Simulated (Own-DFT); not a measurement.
# Response to strain: hcp Hf, 36 atoms (Hf36)

Calculated, not measured: single-point runs of Own-DFT, a retired in-house plane-wave DFT program that no person has reviewed, on unrelaxed cells, without spin or spin-orbit coupling.

All runs used: PBE; PseudoDojo norm-conserving scalar-relativistic files; cutoff 42 hartree; 4 x 4 x 4 k mesh centred on Gamma; cold (Marzari-Vanderbilt) smearing of 0.2 eV.

Keep in mind: hafnium file: forces about 75 meV/angstrom off all-electron values; forces on such cells passed a denser k mesh, each cell not checked; stress not checked against mesh or cutoff.

Unstrained cell vectors in Å: (9.589, 0.000, 0.000); (-4.795, 8.304, 0.000); (0.000, 0.000, 10.102). The unstrained cell has measured lattice constants (interpolated for alloys), not those of this functional. That, the random moves and any unrelaxed bonds set the pressure at no strain. Each run strains this cell uniformly, with the atoms carried along. Each atom got a random Gaussian move of width 0.05 Å along each axis. Strain is the symmetric tensor, in per cent. Stress is positive in tension, and the pressure is minus a third of its trace.

```
run  e_xx (%)  e_yy (%)  e_zz (%)  e_yz (%)  e_xz (%)  e_xy (%)  s_xx (GPa)  s_yy (GPa)  s_zz (GPa)  s_yz (GPa)  s_xz (GPa)  s_xy (GPa)  P (GPa)  E (meV/atom)
  1      1.44      1.89     -0.19      0.32     -0.73      0.85        2.48        2.72        0.09        0.40       -0.73        0.99    -1.77           8.7
  2     -1.22     -1.40      1.06      0.26     -0.57     -0.59       -3.47       -4.51       -1.30        0.28       -0.56       -0.56     3.09           8.5
  3     -0.45      0.69      0.81     -1.90      1.07      1.07       -1.33        0.38       -0.25       -1.85        1.14        1.40     0.40          13.6
  4     -1.39      1.08      0.87      0.63      1.20      0.69       -2.74        0.35       -0.16        0.61        1.12        0.74     0.85           8.5
  5      0.73      1.16     -1.17     -1.08     -0.97     -1.72       -0.13        0.48       -2.66       -1.17       -1.13       -2.12     0.77           8.8
  6     -1.87     -1.58      0.59      1.45     -0.29      0.86       -5.80       -5.44       -3.06        1.38       -0.34        1.05     4.77          13.7
  7     -0.70      1.93     -1.25      1.26     -1.38      1.67       -2.27        0.80       -3.27        1.33       -1.51        1.79     1.58          12.1
  8      0.60      0.74     -0.83     -0.43     -1.26     -0.76       -0.65        0.41       -2.62       -0.56       -1.46       -1.27     0.95           9.9
  9     -1.54     -0.34     -0.80      1.78     -0.01     -0.88       -5.56       -3.41       -5.06        1.74        0.07       -1.39     4.67          22.5
 10     -1.23      1.78     -1.97     -1.49     -1.08     -1.04       -3.99       -0.21       -5.40       -1.55       -1.28       -1.52     3.20          16.0
 11     -0.38     -0.64      1.12      0.27      0.78     -0.55       -1.67       -1.93        0.08        0.33        0.76       -0.62     1.17           0.0
 12      0.14     -0.54     -1.44      1.45      1.90      1.29       -2.28       -3.46       -5.24        1.44        1.84        1.72     3.66          18.5
 13      0.03      0.26     -0.10     -0.91     -1.91      1.40       -1.38       -0.64       -1.78       -0.72       -1.88        1.89     1.27           9.5
 14     -0.57     -1.32      0.87      1.70     -1.60      1.47       -2.50       -3.88       -1.30        1.69       -1.46        2.21     2.56          13.5
 15      1.13     -1.60      1.99      1.90     -0.08      1.71        1.64       -2.88        2.01        2.00       -0.17        2.42    -0.26          12.0
 16     -1.12     -0.57     -1.26      0.13      1.16     -0.04       -5.09       -4.38       -5.75        0.18        1.19       -0.52     5.07          23.9
 17     -1.70      1.30     -0.64     -1.83      0.57      0.67       -4.22       -0.49       -3.41       -1.79        0.63        1.06     2.71          14.5
 18      0.60      0.83     -0.93      0.16     -0.06      0.48           ?           ?           ?           ?           ?           ?        ?             ?
```

The last column gives the free energy per atom over the lowest of the runs shown.

## Analysis

Each stress component was fitted by least squares to a constant and the strains of the runs shown, as fractions, with shears doubled. Shear strains stay in the fit of a normal stress only where such slopes are resolved. The slopes, in GPa:

| stress | at no strain | per e_xx | per e_yy | per e_zz | scatter |
|---|---|---|---|---|---|
| s_xx | -1.3 | 197 ± 6 | 64 ± 6 | 80 ± 6 | 0.23 |
| s_yy | -1.5 | 64 ± 7 | 197 ± 7 | 67 ± 8 | 0.29 |
| s_zz | -1.8 | 71 ± 5 | 74 ± 5 | 211 ± 5 | 0.18 |

The slope of each shear stress on twice its own strain, from a fit on all six strains: yz 49 ± 1, xz 50 ± 1, xy 66 ± 3 GPa. These are stiffnesses along x, y and z of the frame in which the cell vectors are given, with the crystal's c axis along z: C11, C12, C13 and C33. Hexagonal symmetry asks that xx and yy behave alike, which is a second check on the noise. No internal relaxation is included, and where it is allowed it would reduce some of the slopes. Slopes across the diagonal should nearly agree, so their difference gauges the noise. A ninth of the table's sum, 114 ± 2 GPa, estimates the bulk modulus near the mean pressure of these runs, 2.0 GPa, so it lies above the value at zero pressure.

## Withheld run

Question: what normal stresses and pressure should run 18 give?

The fitted form gives s_xx = -0.4, s_yy = -0.1, s_zz = -2.7 and P = 1.0 GPa. The run itself gave -0.43, 0.23, -2.44 and P = 0.88 GPa.
